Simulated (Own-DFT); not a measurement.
# Computed records: SiGe3 (layered order of Si and Ge on the diamond lattice, atoms displaced)

A calculation, not a measurement: plane-wave density functional theory by an unreviewed code, no spin, of a simulated periodic cell, stress positive in tension, run twice, with PBE and with PBEsol, both on files made for PBE, so the change isn't that of files made for PBEsol, forces on such cells moved up to 12 meV/angstrom on a denser k mesh; the far tail of each file's local potential was reset to the Coulomb form; each entry is a single point on an unrelaxed cell, so the pressure reflects the starting lattice, mostly measured values (interpolated for alloys), from which strain is counted, and rises with the displacements; printed positions are rounded, which can move forces by about a meV/angstrom; the program, named Own-DFT, is a retired in-house code; no spin-orbit coupling; stress was not checked against mesh or cutoff. Program: Own-DFT development build.

Common to all runs: functional PBE, then PBEsol; potential files PseudoDojo norm-conserving, scalar-relativistic, standard set; wave cutoff 42 hartree; occupations Fermi-Dirac; smearing width 0.1 eV; k mesh 3 x 3 x 3 centred on Gamma.

(1) SiGe3 (layered order of Si and Ge on the diamond lattice, atoms displaced)

```cif
# cell vector a (Å): 11.2025 0.0000 0.0000
# cell vector b (Å): 0.0000 11.2025 0.0000
# cell vector c (Å): 0.0000 0.0000 11.2025
data_SiGe3
_symmetry_space_group_name_H-M 'P 1'
_symmetry_Int_Tables_number 1
_cell_length_a 11.2025
_cell_length_b 11.2025
_cell_length_c 11.2025
_cell_angle_alpha 90.000
_cell_angle_beta 90.000
_cell_angle_gamma 90.000
_cell_volume 1405.87
loop_
_atom_site_label
_atom_site_type_symbol
_atom_site_fract_x
_atom_site_fract_y
_atom_site_fract_z
_atom_site_occupancy
Ge1 Ge 0.00536 0.00426 0.00029 1
Ge2 Ge 0.99640 0.24603 0.24938 1
Ge3 Ge 0.24860 0.00566 0.25191 1
Ge4 Ge 0.24897 0.24404 0.00069 1
Ge5 Ge 0.12955 0.12279 0.13102 1
Ge6 Ge 0.13000 0.37466 0.38408 1
Ge7 Ge 0.37391 0.14102 0.37190 1
Ge8 Ge 0.37437 0.37440 0.12449 1
Ge9 Ge 0.99962 0.99156 0.49012 1
Si1 Si 0.99733 0.25104 0.74699 1
Si2 Si 0.24810 0.99904 0.75744 1
Ge10 Ge 0.25124 0.24605 0.49834 1
Ge11 Ge 0.12318 0.11710 0.62344 1
Si3 Si 0.11528 0.38740 0.87729 1
Si4 Si 0.37784 0.12310 0.86846 1
Ge12 Ge 0.38396 0.37154 0.62661 1
Ge13 Ge 0.01036 0.49496 0.00384 1
Ge14 Ge 0.00077 0.75167 0.25044 1
Ge15 Ge 0.24827 0.50519 0.25586 1
Ge16 Ge 0.24310 0.74334 0.99734 1
Ge17 Ge 0.12819 0.63488 0.12098 1
Ge18 Ge 0.12107 0.87260 0.37017 1
Ge19 Ge 0.36927 0.63033 0.37556 1
Ge20 Ge 0.36337 0.87173 0.13051 1
Ge21 Ge 0.99547 0.49416 0.50227 1
Si5 Si 0.99554 0.74607 0.75168 1
Si6 Si 0.24948 0.50124 0.75121 1
Ge22 Ge 0.25525 0.73692 0.50025 1
Ge23 Ge 0.11925 0.62931 0.62682 1
Si7 Si 0.13277 0.87554 0.87029 1
Si8 Si 0.37333 0.63015 0.87525 1
Ge24 Ge 0.37765 0.87336 0.61478 1
Ge25 Ge 0.49300 0.00023 0.99853 1
Ge26 Ge 0.50115 0.25386 0.25496 1
Ge27 Ge 0.74288 0.00680 0.24133 1
Ge28 Ge 0.74931 0.23882 0.00011 1
Ge29 Ge 0.61792 0.12027 0.12248 1
Ge30 Ge 0.62690 0.37633 0.37460 1
Ge31 Ge 0.87403 0.12844 0.37368 1
Ge32 Ge 0.87478 0.38248 0.13093 1
Ge33 Ge 0.49656 0.99465 0.49919 1
Si9 Si 0.49222 0.24079 0.75250 1
Si10 Si 0.75486 0.99843 0.74861 1
Ge34 Ge 0.74578 0.24676 0.49137 1
Ge35 Ge 0.61960 0.11528 0.62267 1
Si11 Si 0.62351 0.38099 0.87837 1
Si12 Si 0.88773 0.12415 0.87421 1
Ge36 Ge 0.87534 0.36236 0.62192 1
Ge37 Ge 0.50240 0.50881 0.99346 1
Ge38 Ge 0.50126 0.74178 0.24280 1
Ge39 Ge 0.74614 0.49875 0.24327 1
Ge40 Ge 0.74684 0.75647 0.00487 1
Ge41 Ge 0.62585 0.63008 0.13314 1
Ge42 Ge 0.62804 0.87064 0.37355 1
Ge43 Ge 0.87436 0.61648 0.37365 1
Ge44 Ge 0.86606 0.86486 0.12254 1
Ge45 Ge 0.49784 0.49741 0.49855 1
Si13 Si 0.49343 0.74525 0.75925 1
Si14 Si 0.74681 0.50412 0.75981 1
Ge46 Ge 0.74819 0.75037 0.49535 1
Ge47 Ge 0.62620 0.62550 0.61116 1
Si15 Si 0.61646 0.87389 0.87456 1
Si16 Si 0.87904 0.62321 0.86611 1
Ge48 Ge 0.87861 0.87591 0.61595 1
```

| Quantity | Value |
| --- | --- |
| PBE pressure | 4.11 GPa |
| PBE stress xx | -4.21 GPa |
| PBE stress yy | -3.95 GPa |
| PBE stress zz | -4.16 GPa |
| PBE stress yz | 0.23 GPa |
| PBE stress xz | 0.92 GPa |
| PBE stress xy | -0.18 GPa |
| PBEsol pressure | 1.39 GPa |
| PBEsol stress xx | -1.49 GPa |
| PBEsol stress yy | -1.24 GPa |
| PBEsol stress zz | -1.44 GPa |
| PBEsol stress yz | 0.24 GPa |
| PBEsol stress xz | 0.9 GPa |
| PBEsol stress xy | -0.2 GPa |
| rms change of force components from PBE to PBEsol | 0.049 eV/Å |

Force:
```tsv
force element	PBE force x (eV/Å)	PBE force y (eV/Å)	PBE force z (eV/Å)	PBEsol force x (eV/Å)	PBEsol force y (eV/Å)	PBEsol force z (eV/Å)
Ge	-0.078	-1.353	-0.06	-0.059	-1.308	0.006
Ge	0.897	1.092	0.3	0.863	1.051	0.303
Ge	0.51	-0.574	0.992	0.477	-0.556	0.946
Ge	-0.048	0.822	-1.067	-0.052	0.794	-0.956
Ge	-0.875	0.541	-0.784	-0.844	0.52	-0.761
Ge	-0.889	-0.025	-1.075	-0.859	-0.022	-1.038
Ge	0.396	-2.272	0.266	0.376	-2.192	0.256
Ge	0.074	0.68	-0.149	0.071	0.652	-0.13
Ge	-0.099	1.225	0.425	-0.101	1.175	0.415
Si	0.941	-0.185	0.682	0.928	-0.168	0.582
Si	0.856	-0.053	-1.403	0.847	-0.037	-1.465
Ge	-0.262	0.559	1.585	-0.247	0.546	1.507
Ge	0.002	0.282	0.569	0.002	0.277	0.483
Si	1.931	-2.399	-1.755	1.876	-2.342	-1.648
Si	-1.191	-0.274	0.813	-1.175	-0.289	0.901
Ge	-1.296	-0.105	0.594	-1.258	-0.091	0.495
Ge	-1.904	1.829	0.456	-1.868	1.803	0.53
Ge	-0.903	-0.696	-0.451	-0.867	-0.67	-0.441
Ge	-0.169	-0.571	-0.887	-0.155	-0.547	-0.845
Ge	1.273	1.59	-1.11	1.218	1.534	-0.984
Ge	-0.994	-1.626	1.392	-0.957	-1.574	1.346
Ge	1.656	-0.287	0.431	1.586	-0.266	0.407
Ge	1.774	-1.386	-0.932	1.706	-1.351	-0.905
Ge	0.716	-0.028	-0.808	0.696	-0.025	-0.784
Ge	0.408	0.225	0.306	0.395	0.209	0.285
Si	0.614	1.425	-0.212	0.625	1.419	-0.294
Si	0.047	0.047	0.16	0.048	0.047	0.083
Ge	-1.729	2.075	0.717	-1.665	2.008	0.685
Ge	0.237	-0.99	0.331	0.246	-0.97	0.248
Si	-1.465	-0.508	0.373	-1.453	-0.526	0.452
Si	-0.569	-0.976	-0.258	-0.581	-0.972	-0.153
Ge	-0.991	-0.554	2.366	-0.952	-0.533	2.224
Ge	-0.308	-0.718	-0.237	-0.287	-0.69	-0.157
Ge	0.462	0.258	-1.346	0.434	0.247	-1.293
Ge	1.034	-1.197	1.025	0.992	-1.169	0.993
Ge	0.44	1.291	-0.497	0.408	1.248	-0.416
Ge	-0.59	0.936	-0.106	-0.552	0.901	-0.095
Ge	-0.144	0.321	-0.162	-0.145	0.298	-0.166
Ge	-0.221	-1.094	-0.367	-0.216	-1.048	-0.368
Ge	0.23	-1.532	-1.303	0.227	-1.484	-1.247
Ge	0.255	0.74	-1.461	0.256	0.708	-1.395
Si	1.773	1.125	-0.173	1.766	1.133	-0.261
Si	-0.172	-0.12	0.531	-0.169	-0.122	0.452
Ge	-0.219	-0.238	1.25	-0.197	-0.225	1.198
Ge	0.612	0.754	0.808	0.579	0.724	0.71
Si	0.087	-1.335	-0.568	0.064	-1.32	-0.483
Si	-1.194	0.023	-0.604	-1.169	0.006	-0.507
Ge	-1.203	1.074	0.839	-1.167	1.057	0.731
Ge	-0.374	-0.346	0.775	-0.36	-0.332	0.823
Ge	-1.241	1.796	1.679	-1.195	1.735	1.637
Ge	0.012	0.313	1.118	0.019	0.306	1.094
Ge	-0.803	-1.582	-2.389	-0.77	-1.528	-2.223
Ge	0.493	-1.069	-2.143	0.474	-1.03	-2.07
Ge	-0.779	0.73	-0.906	-0.751	0.704	-0.876
Ge	-0.022	0.544	-0.154	-0.026	0.53	-0.149
Ge	1.701	2.317	0.967	1.633	2.24	0.941
Ge	-0.055	0.373	-0.438	-0.043	0.361	-0.423
Si	0.866	0.685	-1.642	0.86	0.682	-1.701
Si	0.155	-0.643	-1.576	0.138	-0.631	-1.625
Ge	1.069	-0.142	-0.032	1.024	-0.141	-0.04
Ge	-0.413	-0.259	2.52	-0.401	-0.249	2.372
Si	0.77	0.237	-0.335	0.762	0.251	-0.253
Si	-0.464	-0.127	1.677	-0.447	-0.136	1.731
Ge	-0.626	-0.644	1.442	-0.604	-0.621	1.318
```

(2) SiGe3 (layered order of Si and Ge on the diamond lattice, atoms displaced)

```cif
# cell vector a (Å): 11.2025 0.0000 0.0000
# cell vector b (Å): 0.0000 11.2025 0.0000
# cell vector c (Å): 0.0000 0.0000 11.2025
data_SiGe3
_symmetry_space_group_name_H-M 'P 1'
_symmetry_Int_Tables_number 1
_cell_length_a 11.2025
_cell_length_b 11.2025
_cell_length_c 11.2025
_cell_angle_alpha 90.000
_cell_angle_beta 90.000
_cell_angle_gamma 90.000
_cell_volume 1405.87
loop_
_atom_site_label
_atom_site_type_symbol
_atom_site_fract_x
_atom_site_fract_y
_atom_site_fract_z
_atom_site_occupancy
Ge1 Ge 0.00289 0.00046 0.99345 1
Ge2 Ge 0.00170 0.25388 0.24960 1
Ge3 Ge 0.24268 0.00519 0.25606 1
Ge4 Ge 0.25504 0.24510 0.00830 1
Ge5 Ge 0.12098 0.12102 0.12102 1
Ge6 Ge 0.12166 0.37595 0.36649 1
Ge7 Ge 0.37509 0.12872 0.37268 1
Ge8 Ge 0.38133 0.36959 0.12690 1
Ge9 Ge 0.00721 0.99203 0.49611 1
Si1 Si 0.98973 0.25357 0.75771 1
Si2 Si 0.24889 0.99801 0.75364 1
Ge10 Ge 0.24764 0.24839 0.49498 1
Ge11 Ge 0.11758 0.13177 0.62425 1
Si3 Si 0.12808 0.37681 0.88031 1
Si4 Si 0.36886 0.12742 0.87990 1
Ge12 Ge 0.38009 0.37376 0.62175 1
Ge13 Ge 0.99437 0.49576 0.99400 1
Ge14 Ge 0.00337 0.74299 0.25343 1
Ge15 Ge 0.25303 0.49973 0.25143 1
Ge16 Ge 0.25102 0.75691 0.99025 1
Ge17 Ge 0.12185 0.62384 0.12659 1
Ge18 Ge 0.12166 0.87872 0.36613 1
Ge19 Ge 0.37949 0.62156 0.36952 1
Ge20 Ge 0.37818 0.87918 0.12575 1
Ge21 Ge 0.99679 0.50128 0.49708 1
Si5 Si 0.99116 0.75771 0.74776 1
Si6 Si 0.25557 0.50383 0.74942 1
Ge22 Ge 0.25987 0.74899 0.50291 1
Ge23 Ge 0.11900 0.62558 0.62033 1
Si7 Si 0.12234 0.87396 0.87418 1
Si8 Si 0.37183 0.62603 0.87437 1
Ge24 Ge 0.36842 0.87518 0.62266 1
Ge25 Ge 0.50665 0.00063 0.99130 1
Ge26 Ge 0.50517 0.25127 0.25261 1
Ge27 Ge 0.74363 0.00361 0.25736 1
Ge28 Ge 0.74827 0.24722 0.99745 1
Ge29 Ge 0.62829 0.11441 0.12871 1
Ge30 Ge 0.62271 0.38610 0.37887 1
Ge31 Ge 0.87892 0.12109 0.37381 1
Ge32 Ge 0.88125 0.36983 0.12485 1
Ge33 Ge 0.49570 0.99615 0.49750 1
Si9 Si 0.49065 0.24727 0.74494 1
Si10 Si 0.75163 0.00097 0.75788 1
Ge34 Ge 0.75246 0.24389 0.49542 1
Ge35 Ge 0.63021 0.13243 0.62798 1
Si11 Si 0.62341 0.37441 0.87486 1
Si12 Si 0.87738 0.11809 0.86898 1
Ge36 Ge 0.87588 0.38319 0.62075 1
Ge37 Ge 0.49822 0.50171 0.00736 1
Ge38 Ge 0.51170 0.75232 0.25963 1
Ge39 Ge 0.74763 0.49434 0.25700 1
Ge40 Ge 0.75407 0.75109 0.99713 1
Ge41 Ge 0.63851 0.62661 0.12007 1
Ge42 Ge 0.61942 0.86829 0.37212 1
Ge43 Ge 0.86563 0.62759 0.37102 1
Ge44 Ge 0.87123 0.87641 0.12648 1
Ge45 Ge 0.50141 0.49829 0.50144 1
Si13 Si 0.49725 0.74869 0.75475 1
Si14 Si 0.75339 0.50444 0.74705 1
Ge46 Ge 0.75296 0.74545 0.50098 1
Ge47 Ge 0.63101 0.62047 0.62905 1
Si15 Si 0.62492 0.86368 0.87888 1
Si16 Si 0.88124 0.62377 0.88177 1
Ge48 Ge 0.87243 0.87442 0.62610 1
```

| Quantity | Value |
| --- | --- |
| PBE pressure | 3.79 GPa |
| PBE stress xx | -3.75 GPa |
| PBE stress yy | -3.82 GPa |
| PBE stress zz | -3.81 GPa |
| PBE stress yz | -0.25 GPa |
| PBE stress xz | -0.13 GPa |
| PBE stress xy | -0.6 GPa |
| PBEsol pressure | 1.08 GPa |
| PBEsol stress xx | -1.05 GPa |
| PBEsol stress yy | -1.11 GPa |
| PBEsol stress zz | -1.1 GPa |
| PBEsol stress yz | -0.24 GPa |
| PBEsol stress xz | -0.14 GPa |
| PBEsol stress xy | -0.56 GPa |
| rms change of force components from PBE to PBEsol | 0.046 eV/Å |

Force:
```tsv
force element	PBE force x (eV/Å)	PBE force y (eV/Å)	PBE force z (eV/Å)	PBEsol force x (eV/Å)	PBEsol force y (eV/Å)	PBEsol force z (eV/Å)
Ge	-0.701	-0.502	0.094	-0.672	-0.474	0.17
Ge	-0.114	-1.36	-0.413	-0.108	-1.309	-0.407
Ge	1.056	0.011	-1.315	1.012	0.01	-1.274
Ge	-0.84	0.708	-0.667	-0.823	0.693	-0.568
Ge	0.162	0.481	0.596	0.169	0.469	0.588
Ge	0.633	0.397	1.278	0.613	0.378	1.232
Ge	0.102	-0.317	0.219	0.087	-0.307	0.215
Ge	-0.447	0.469	0.356	-0.431	0.455	0.353
Ge	-0.936	0.783	0.968	-0.909	0.767	0.92
Si	0.93	0.423	-0.461	0.916	0.438	-0.526
Si	-0.545	0.602	0.039	-0.528	0.585	-0.036
Ge	-0.154	0.652	0.398	-0.146	0.628	0.374
Ge	0.329	-0.448	0.934	0.33	-0.446	0.83
Si	0.361	-0.531	-0.945	0.353	-0.522	-0.856
Si	0.765	-0.664	-1.345	0.747	-0.646	-1.233
Ge	-1.231	0.055	0.368	-1.19	0.067	0.278
Ge	1.129	0.089	0.823	1.095	0.071	0.89
Ge	-0.956	0.716	-0.557	-0.926	0.697	-0.54
Ge	-0.194	-0.251	-0.899	-0.192	-0.249	-0.865
Ge	-0.158	-0.624	1.045	-0.146	-0.601	1.08
Ge	0.777	-0.197	-1.156	0.744	-0.19	-1.099
Ge	0.97	-1.584	1.012	0.933	-1.516	0.982
Ge	0.206	0.47	0.802	0.207	0.456	0.788
Ge	-0.077	-0.064	0.209	-0.076	-0.057	0.194
Ge	0.253	0.267	-0.839	0.237	0.258	-0.806
Si	1.103	-1.239	1	1.066	-1.208	0.9
Si	-0.823	-0.456	0.015	-0.815	-0.458	-0.068
Ge	-1.642	-0.559	-1.341	-1.586	-0.536	-1.293
Ge	0.619	0.427	1.046	0.601	0.409	0.946
Si	-0.051	0.173	-1.114	-0.05	0.167	-1.009
Si	0.514	-0.217	-0.036	0.503	-0.206	0.057
Ge	1.095	0.503	1.642	1.061	0.473	1.507
Ge	-0.641	-0.124	0.285	-0.618	-0.117	0.364
Ge	0.422	-0.279	-0.121	0.39	-0.266	-0.118
Ge	0.916	-1.201	0.021	0.882	-1.163	0.004
Ge	0.31	-0.359	-0.132	0.31	-0.354	-0.057
Ge	-0.638	1.471	-0.882	-0.614	1.424	-0.847
Ge	0.268	-2.138	0.146	0.26	-2.068	0.132
Ge	0.324	0.082	0.133	0.3	0.082	0.129
Ge	-1.413	0.41	-0.209	-1.361	0.394	-0.197
Ge	0.632	0.64	0.469	0.6	0.611	0.437
Si	0.856	0.072	1.386	0.843	0.077	1.281
Si	-0.805	-0.754	-0.555	-0.811	-0.759	-0.622
Ge	0.096	1.321	0.128	0.091	1.282	0.131
Ge	-0.804	-1.253	0.39	-0.767	-1.204	0.306
Si	-0.31	0.202	-0.777	-0.304	0.194	-0.697
Si	-0.302	0.831	0.635	-0.28	0.81	0.717
Ge	-0.512	-1.182	0.867	-0.486	-1.139	0.765
Ge	0.426	0.254	-1.226	0.419	0.237	-1.123
Ge	-1.889	-1.914	-3.11	-1.821	-1.848	-2.998
Ge	0.823	0.367	-1.789	0.794	0.376	-1.72
Ge	0.58	-0.133	-0.262	0.562	-0.139	-0.164
Ge	-1.11	-0.369	1.055	-1.08	-0.357	1.034
Ge	1.942	1.808	2.395	1.872	1.75	2.308
Ge	1.095	-0.53	0.295	1.062	-0.52	0.295
Ge	0.642	0.229	0.324	0.615	0.213	0.308
Ge	-0.275	1.018	0.508	-0.257	0.972	0.476
Si	0.163	-0.106	-0.472	0.154	-0.102	-0.545
Si	0.239	-0.703	1.6	0.236	-0.688	1.493
Ge	-0.875	0.767	0.257	-0.845	0.732	0.239
Ge	-1.07	0.835	0.117	-1.044	0.819	0.028
Si	0.03	0.959	-1.206	0.045	0.943	-1.099
Si	-0.876	0.712	-1.919	-0.856	0.693	-1.802
Ge	-0.377	0.855	-0.104	-0.368	0.823	-0.179
```
